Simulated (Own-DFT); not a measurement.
# What a defect does to the pressure of its cell: C40 NbSi2

No measurement is shown. These are fixed-geometry runs of a retired plane-wave code named Own-DFT, which no person has reviewed; spin and spin-orbit coupling are neglected.

Common settings: PBE; PseudoDojo norm-conserving scalar-relativistic files; cutoff 42 hartree; 4 x 4 x 5 k mesh centred on Gamma; cold (Marzari-Vanderbilt) smearing of 0.2 eV.

Known weak points: forces on such cells failed a check on a denser k mesh; stress not checked against mesh or cutoff.

All runs share one cell, with vectors in Å (0.000, 8.324, 0.000); (-9.613, 0.000, 0.000); (0.000, 0.000, 6.586) and a volume of 527.0 Å³. u is the rms random offset of the atoms per axis. The defect's site can differ from row to row.

| cell | formula | u (Å) | P (GPa) |
|---|---|---|---|
| no defect | Nb12Si24 | 0.0190 | 1.50 |
| no defect | Nb12Si24 | 0.0229 | 1.56 |
| no defect | Nb12Si24 | 0.0519 | 2.77 |
| two Nb vacancies | Nb10Si24 | 0.0319 | 0.09 |
| two Nb vacancies | Nb10Si24 | 0.0337 | 0.01 |
| two Nb vacancies | Nb10Si24 | 0.0492 | 0.59 |
| two Nb vacancies | Nb10Si24 | 0.0493 | ? |
| two Si on a Nb site each | Nb10Si26 | 0.0301 | 1.81 |
| two Si on a Nb site each | Nb10Si26 | 0.0333 | 1.67 |
| two Si on a Nb site each | Nb10Si26 | 0.0506 | 2.46 |
| two Nb on a Si site each | Nb14Si22 | 0.0315 | 7.40 |
| two Nb on a Si site each | Nb14Si22 | 0.0455 | 8.36 |
| two Nb on a Si site each | Nb14Si22 | 0.0531 | 8.92 |
| one Si vacancy | Nb12Si23 | 0.0280 | 0.86 |
| one Si vacancy | Nb12Si23 | 0.0306 | 1.01 |
| one Si vacancy | Nb12Si23 | 0.0455 | 1.51 |

## What the rows give

P = P0 + c u² + a shift for each defect gives P0 = 1.28 GPa, c = 554 ± 53 GPa/Å² and a scatter of 0.16 GPa. The shifts, and each times the cell's volume:

- two Nb on a Si site each: 5.86 ± 0.14 GPa, 19.3 eV (9.6 eV for each of its 2 sites)
- two Si on a Nb site each: -0.14 ± 0.13 GPa, -0.5 eV (-0.2 eV for each of its 2 sites) (not resolved)
- one Si vacancy: -0.85 ± 0.13 GPa, -2.8 eV
- two Nb vacancies: -1.90 ± 0.13 GPa, -6.2 eV (-3.1 eV for each of its 2 sites)

Positive is outwards. The product with the volume (160.2 GPa Å³ to the eV) is nearly free of the cell's size; divided by the bulk modulus at the cell's pressure it gives the volume that the defect adds. The atoms around the defects weren't relaxed, which would change these numbers.

## Check

Question: what pressure belongs in the blank (two Nb vacancies, u = 0.0493 Å)?

Estimate: 0.73 ± 0.19 GPa. Computed: 0.24 GPa.
